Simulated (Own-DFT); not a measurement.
# Response to strain: 4H SiC, 72 atoms (C36Si36)

All numbers below are calculated, not measured. The program, named Own-DFT, is a retired in-house plane-wave density functional code that no person has reviewed. Each row is one single-point run on a periodic cell that was not relaxed, without spin or spin-orbit coupling.

Settings of every run: PBE; PseudoDojo norm-conserving scalar-relativistic files; cutoff 42 hartree; 4 x 4 x 3 k mesh centred on Gamma; Fermi-Dirac smearing of 0.1 eV.

Known limits: forces on such cells passed a denser k mesh, each cell not checked; stress not checked against mesh or cutoff.

Unstrained cell vectors in Å: (9.248, 0.000, 0.000); (-4.624, 8.009, 0.000); (0.000, 0.000, 10.068). The unstrained cell has measured lattice constants (interpolated for alloys), not those of this functional. That, the random moves and any unrelaxed bonds set the pressure at no strain. Each run strains this cell uniformly, with the atoms carried along. Every atom was also moved at random, by a Gaussian of width 0.05 Å on each axis. Strain is the symmetric tensor, in per cent. Stress is positive in tension, and the pressure is minus a third of its trace.

| run | e_xx (%) | e_yy (%) | e_zz (%) | e_yz (%) | e_xz (%) | e_xy (%) | s_xx (GPa) | s_yy (GPa) | s_zz (GPa) | s_yz (GPa) | s_xz (GPa) | s_xy (GPa) | P (GPa) | E (meV/atom) |
|---|---|---|---|---|---|---|---|---|---|---|---|---|---|---|
| 1 | 0.63 | -1.56 | 0.31 | -0.48 | -0.62 | -1.24 | -3.90 | -11.52 | -4.96 | -1.71 | -1.91 | -6.74 | 6.79 | 12.0 |
| 2 | 0.28 | 0.80 | 1.41 | 0.02 | -0.54 | 0.90 | -3.72 | 0.29 | 3.55 | -0.18 | -1.22 | 2.78 | -0.04 | 15.3 |
| 3 | 0.52 | -0.52 | 0.51 | -1.69 | 1.35 | 1.55 | -1.29 | -7.47 | -2.93 | -5.27 | 4.53 | 7.25 | 3.89 | 0.0 |
| 4 | -0.80 | 1.77 | 0.14 | 0.45 | 1.52 | 0.26 | -6.18 | 2.92 | -5.24 | 2.26 | 5.02 | 0.88 | 2.83 | 8.6 |
| 5 | -0.66 | 1.95 | 1.46 | -1.20 | -1.60 | 1.41 | -4.96 | 5.55 | 2.20 | -3.36 | -4.76 | 6.58 | -0.93 | 5.7 |
| 6 | -0.39 | 0.18 | -1.60 | -1.31 | 0.37 | 1.86 | -7.82 | -4.40 | -18.64 | -3.79 | 0.75 | 9.80 | 10.29 | 40.9 |
| 7 | -0.33 | 0.68 | 1.09 | -0.49 | -1.86 | 0.73 | -5.87 | -1.61 | 0.55 | -1.69 | -6.67 | 2.78 | 2.31 | 12.8 |
| 8 | 0.46 | 1.38 | -0.62 | 1.47 | 1.98 | -1.36 | -3.69 | 2.64 | -8.07 | 5.15 | 6.88 | -5.95 | 3.04 | 39.8 |
| 9 | 0.36 | -0.08 | -0.92 | -0.96 | -0.38 | -0.85 | -4.09 | -4.49 | -11.61 | -2.92 | 0.15 | -4.78 | 6.73 | 8.0 |
| 10 | -0.77 | -1.23 | 0.20 | 0.41 | 1.98 | 0.34 | -9.46 | -10.48 | -6.69 | 0.70 | 6.95 | 0.69 | 8.88 | 1.4 |
| 11 | 1.26 | 1.92 | 0.73 | -0.74 | 0.04 | -1.58 | 1.94 | 5.77 | 0.20 | -3.02 | 0.87 | -6.81 | -2.64 | 16.5 |
| 12 | -0.38 | -1.08 | 0.60 | -0.86 | -0.13 | -1.58 | -5.80 | -11.76 | -5.64 | -2.10 | 0.09 | -7.75 | 7.74 | 28.6 |
| 13 | -1.69 | -1.95 | -0.35 | -1.08 | -0.30 | -0.35 | -15.14 | -20.30 | -10.75 | -5.85 | -1.18 | -3.50 | 15.40 | 35.5 |
| 14 | 0.67 | -1.27 | 1.76 | 1.79 | 0.86 | 1.96 | -0.57 | -9.37 | 2.80 | 5.22 | 2.88 | 8.90 | 2.38 | 8.9 |
| 15 | -1.96 | 0.04 | 0.67 | 0.05 | -0.07 | 0.29 | -16.38 | -5.04 | -2.36 | -0.03 | -1.27 | 1.93 | 7.93 | 3.5 |
| 16 | 1.11 | 0.49 | -1.04 | 0.89 | 0.85 | 0.46 | 1.25 | 0.11 | -13.63 | 3.00 | 2.95 | 2.92 | 4.09 | 9.4 |
| 17 | 1.90 | -0.56 | -0.50 | -1.17 | -1.57 | -0.80 | ? | ? | ? | ? | ? | ? | ? | ? |

E is the free energy for each atom above the lowest run shown.

## Worked fit

Each stress component was fitted by least squares to a constant and the strains of the runs shown, as fractions, with shears doubled. Shear strains stay in the fit of a normal stress only where such slopes are resolved. The slopes, in GPa:

| stress | at no strain | per e_xx | per e_yy | per e_zz | scatter |
|---|---|---|---|---|---|
| s_xx | -5.0 | 506 ± 37 | 60 ± 27 | 63 ± 35 | 1.30 |
| s_yy | -4.8 | 134 ± 39 | 529 ± 28 | 30 ± 36 | 1.36 |
| s_zz | -6.8 | 47 ± 32 | 72 ± 23 | 634 ± 30 | 1.14 |

Each shear stress against twice its own strain: yz 158 ± 13, xz 168 ± 8, xy 241 ± 9 GPa. These are stiffnesses along x, y and z of the frame in which the cell vectors are given, which need not be the crystal's axes. The atoms are held to the strained lattice; where symmetry lets them move under strain, relaxing them would lower some slopes. The table should be nearly symmetric about its diagonal, and what it lacks of that shows the noise. A ninth of its sum, 231 ± 6 GPa, estimates the bulk modulus near the mean pressure of these runs, 4.9 GPa, so it lies above the value at zero pressure.

## Withheld run

Question: what normal stresses and pressure should run 17 give?

The fit gives s_xx = 3.9, s_yy = -5.4, s_zz = -9.5 and P = 3.7 GPa. The calculation gave 4.42, -7.88, -7.38 and P = 3.61 GPa.
